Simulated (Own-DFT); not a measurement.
# Computed records: Al3GaN4 (wurtzite random alloy, atoms displaced)

A calculation, not a measurement: plane-wave density functional theory by an unreviewed code, no spin, of a simulated periodic cell, stress positive in tension, run twice, with PBE and with PBEsol, both on files made for PBE, so the change isn't that of files made for PBEsol, forces on such cells passed a denser k mesh, this cell's mesh not checked; the far tail of each file's local potential was reset to the Coulomb form; each entry is a single point on an unrelaxed cell, so the pressure reflects the starting lattice, mostly measured values (interpolated for alloys), from which strain is counted, and rises with the displacements; printed positions are rounded, which can move forces by about a meV/angstrom; the program, named Own-DFT, is a retired in-house code; no spin-orbit coupling; stress was not checked against mesh or cutoff. Program: Own-DFT development build.

```cif
# cell vector a (Å): 9.3938 0.0000 0.0000
# cell vector b (Å): -4.6969 8.1352 0.0000
# cell vector c (Å): 0.0000 0.0000 10.0655
data_Al3GaN4
_symmetry_space_group_name_H-M 'P 1'
_symmetry_Int_Tables_number 1
_cell_length_a 9.3938
_cell_length_b 9.3937
_cell_length_c 10.0655
_cell_angle_alpha 90.000
_cell_angle_beta 90.000
_cell_angle_gamma 120.000
_cell_volume 769.21
loop_
_atom_site_label
_atom_site_type_symbol
_atom_site_fract_x
_atom_site_fract_y
_atom_site_fract_z
_atom_site_occupancy
Al1 Al 0.10954 0.22396 0.00028 1
Al2 Al 0.22063 0.10890 0.24863 1
N1 N 0.11326 0.22352 0.18962 1
N2 N 0.21957 0.10635 0.44239 1
Ga1 Ga 0.11203 0.22345 0.49802 1
Al3 Al 0.22640 0.11520 0.75176 1
N3 N 0.10971 0.22353 0.68585 1
N4 N 0.22346 0.11380 0.93884 1
Ga2 Ga 0.11324 0.55718 0.99730 1
Al4 Al 0.22430 0.44454 0.25021 1
N5 N 0.10985 0.54949 0.19384 1
N6 N 0.21668 0.44317 0.44384 1
Ga3 Ga 0.11527 0.55448 0.49518 1
Al5 Al 0.21916 0.45163 0.74883 1
N7 N 0.11095 0.55827 0.68890 1
N8 N 0.22686 0.44542 0.94005 1
Al6 Al 0.11190 0.88947 0.00351 1
Al7 Al 0.21967 0.77231 0.24937 1
N9 N 0.11226 0.88305 0.19611 1
N10 N 0.22460 0.77639 0.44046 1
Al8 Al 0.11344 0.88362 0.49848 1
Al9 Al 0.22336 0.77950 0.75422 1
N11 N 0.11431 0.89231 0.68577 1
N12 N 0.22939 0.78454 0.93918 1
Al10 Al 0.45027 0.22342 0.99666 1
Al11 Al 0.55779 0.11388 0.25105 1
N13 N 0.44998 0.22207 0.19251 1
N14 N 0.55286 0.11009 0.44474 1
Ga4 Ga 0.44583 0.22265 0.49924 1
Al12 Al 0.55799 0.11137 0.74510 1
N15 N 0.43840 0.22190 0.69340 1
N16 N 0.55043 0.10448 0.93830 1
Al13 Al 0.44969 0.56004 0.00111 1
Ga5 Ga 0.55256 0.44684 0.25018 1
N17 N 0.44222 0.55663 0.19202 1
N18 N 0.55700 0.44674 0.44058 1
Ga6 Ga 0.44037 0.55310 0.49752 1
Al14 Al 0.54524 0.43971 0.75125 1
N19 N 0.44020 0.55502 0.69112 1
N20 N 0.55884 0.44338 0.94308 1
Al15 Al 0.44779 0.88935 0.00020 1
Al16 Al 0.55825 0.77830 0.25632 1
N21 N 0.43922 0.89247 0.18469 1
N22 N 0.55777 0.77950 0.44184 1
Al17 Al 0.44582 0.88906 0.50172 1
Al18 Al 0.54840 0.77251 0.75153 1
N23 N 0.44309 0.89014 0.68918 1
N24 N 0.55884 0.77982 0.94426 1
Ga7 Ga 0.77442 0.21733 0.00059 1
Al19 Al 0.89172 0.10842 0.24666 1
N25 N 0.77805 0.22871 0.19079 1
N26 N 0.89310 0.10912 0.43468 1
Al20 Al 0.77712 0.22083 0.49375 1
Al21 Al 0.88869 0.11025 0.74653 1
N27 N 0.78229 0.22617 0.69283 1
N28 N 0.89008 0.11533 0.94112 1
Al22 Al 0.78331 0.55689 0.99532 1
Al23 Al 0.88356 0.43829 0.24823 1
N29 N 0.77748 0.55599 0.18475 1
N30 N 0.89342 0.44315 0.44131 1
Al24 Al 0.77929 0.55675 0.49716 1
Al25 Al 0.88656 0.43880 0.75863 1
N31 N 0.77164 0.54905 0.69198 1
N32 N 0.88631 0.43919 0.93573 1
Ga8 Ga 0.77234 0.88451 0.99885 1
Al26 Al 0.89043 0.77841 0.24917 1
N33 N 0.77728 0.89191 0.18859 1
N34 N 0.88534 0.77583 0.44631 1
Ga9 Ga 0.77854 0.88616 0.49306 1
Al27 Al 0.88686 0.77682 0.74719 1
N35 N 0.77606 0.88705 0.68970 1
N36 N 0.88626 0.77890 0.93836 1
_calc_functional 'PBE, then PBEsol'
_calc_potential_files 'PseudoDojo norm-conserving, scalar-relativistic, standard set'
_calc_wave_cutoff 42  # hartree
_calc_occupations 'Fermi-Dirac'
_calc_smearing_width 0.1  # eV
_calc_k_mesh '4 x 4 x 3 centred on Gamma'
_calc_PBE_pressure 5.09  # GPa
_calc_PBE_stress_xx -5.2  # GPa
_calc_PBE_stress_yy -5.53  # GPa
_calc_PBE_stress_zz -4.55  # GPa
_calc_PBE_stress_yz -0.32  # GPa
_calc_PBE_stress_xz 0.2  # GPa
_calc_PBE_stress_xy 0.19  # GPa
_calc_PBEsol_pressure 1.96  # GPa
_calc_PBEsol_stress_xx -2.06  # GPa
_calc_PBEsol_stress_yy -2.45  # GPa
_calc_PBEsol_stress_zz -1.38  # GPa
_calc_PBEsol_stress_yz -0.31  # GPa
_calc_PBEsol_stress_xz 0.19  # GPa
_calc_PBEsol_stress_xy 0.18  # GPa
_calc_rms_change_of_force_components_from_PBE_to_PBEsol 0.069  # eV/angstrom
```

Force:
```csv
force element,PBE force x (eV/Å),PBE force y (eV/Å),PBE force z (eV/Å),PBEsol force x (eV/Å),PBEsol force y (eV/Å),PBEsol force z (eV/Å)
Al,0.599,-0.002,-0.321,0.59,0.001,-0.305
Al,0.725,0.24,0.401,0.721,0.256,0.396
N,0.133,-0.236,-0.015,0.132,-0.229,-0.009
N,0.282,-0.433,-1.423,0.274,-0.26,-1.303
Ga,0.289,-0.806,0.415,0.286,-0.787,0.429
Al,-1.359,-0.874,-0.537,-1.373,-0.879,-0.557
N,0.219,0.281,1.927,0.229,0.289,1.739
N,-0.006,-0.258,0.85,0,-0.252,0.85
Ga,0.022,-0.147,0.585,0.031,-0.159,0.582
Al,-0.448,-0.328,0.152,-0.433,-0.341,0.16
N,-0.428,0.376,0.045,-0.433,0.372,-0.099
N,1.815,-0.18,-2.361,1.77,-0.169,-2.172
Ga,-1.502,0.651,1.394,-1.463,0.627,1.381
Al,0.57,-1.243,0.031,0.566,-1.247,0.01
N,-0.457,0.163,1.311,-0.475,0.167,1.136
N,0.398,-0.095,-0.327,0.259,-0.009,-0.278
Al,-0.13,0.257,-0.57,-0.139,0.252,-0.558
Al,0.606,0.131,0.251,0.611,0.117,0.243
N,-0.862,0.609,-0.879,-0.847,0.608,-0.865
N,0.254,1.004,-0.822,0.262,0.814,-0.766
Al,-0.612,0.501,0.402,-0.622,0.493,0.398
Al,-0.575,0.132,-1.239,-0.573,0.126,-1.253
N,-0.121,-0.437,0.951,-0.12,-0.427,0.951
N,-0.662,-0.011,0.317,-0.658,-0.163,0.379
Al,-0.625,-0.364,0.706,-0.62,-0.353,0.718
Al,-0.19,-0.62,-0.018,-0.181,-0.619,-0.015
N,-1.093,-0.697,-0.777,-1.097,-0.524,-0.724
N,1.604,-0.546,-1.041,1.424,-0.448,-0.978
Ga,-0.904,0.066,0.527,-0.898,0.064,0.519
Al,-0.319,0.224,0.487,-0.315,0.234,0.47
N,1.314,0.119,0.239,1.328,0.112,0.078
N,-0.199,0.356,-0.659,-0.061,0.433,-0.611
Al,-0.022,-0.834,0.046,-0.005,-0.83,0.058
Ga,0.898,-0.415,-0.358,0.873,-0.413,-0.347
N,-0.59,0.957,-0.409,-0.429,0.868,-0.348
N,0.65,0.241,0.205,0.487,0.152,0.143
Ga,0.293,0.256,0.775,0.29,0.244,0.773
Al,0.995,0.74,0.056,0.988,0.745,0.044
N,-0.014,-0.061,0.684,-0.015,-0.072,0.514
N,-0.528,0.446,-0.385,-0.524,0.45,-0.382
Al,-0.344,0.041,0.012,-0.319,0.033,0.011
Al,-0.963,0.344,-1.273,-0.953,0.338,-1.287
N,1.249,-0.417,1.4,1.239,-0.413,1.402
N,-1.425,0.02,-0.799,-1.252,-0.054,-0.669
Al,-0.289,-0.19,-0.025,-0.287,-0.201,-0.017
Al,0.723,0.965,-0.325,0.724,0.973,-0.332
N,0.411,-0.325,0.286,0.401,-0.327,0.294
N,-1.894,-1.219,-1.295,-1.7,-1.105,-1.228
Ga,-0.46,0.206,-0.094,-0.438,0.203,-0.088
Al,-0.608,0.925,0.053,-0.609,0.933,0.021
N,0.628,-1.839,0.854,0.636,-1.858,0.677
N,-1.767,0.487,-0.525,-1.607,0.404,-0.401
Al,0.63,0.155,1.086,0.64,0.15,1.104
Al,0.157,-0.056,0.285,0.149,-0.064,0.275
N,-0.339,-0.961,-1.041,-0.333,-0.951,-1.041
N,1.104,-0.46,-0.826,0.926,-0.526,-0.721
Al,-0.607,-0.156,0.153,-0.609,-0.158,0.156
Al,0.207,1.657,0.52,0.201,1.674,0.51
N,0.868,0.59,0.395,0.723,0.504,0.447
N,-1.887,-0.454,-1.071,-1.709,-0.354,-1.012
Al,0.332,-0.746,1.177,0.333,-0.748,1.177
Al,-0.239,1.017,-2.746,-0.227,1.02,-2.771
N,0.092,0.288,-0.09,0.092,0.276,-0.082
N,-0.305,1.073,1.412,-0.162,0.972,1.547
Ga,1.116,1.368,0.053,1.08,1.333,0.065
Al,-0.28,-0.473,0.243,-0.303,-0.467,0.246
N,0.389,-0.709,1.424,0.384,-0.72,1.24
N,2.159,-0.688,-1.931,1.969,-0.562,-1.862
Ga,-0.345,0.921,1.753,-0.325,0.888,1.733
Al,0.389,-0.099,-0.289,0.392,-0.098,-0.303
N,-0.54,0.011,0.723,-0.544,0.004,0.569
N,1.819,-0.441,-0.116,1.65,-0.343,-0.057
```
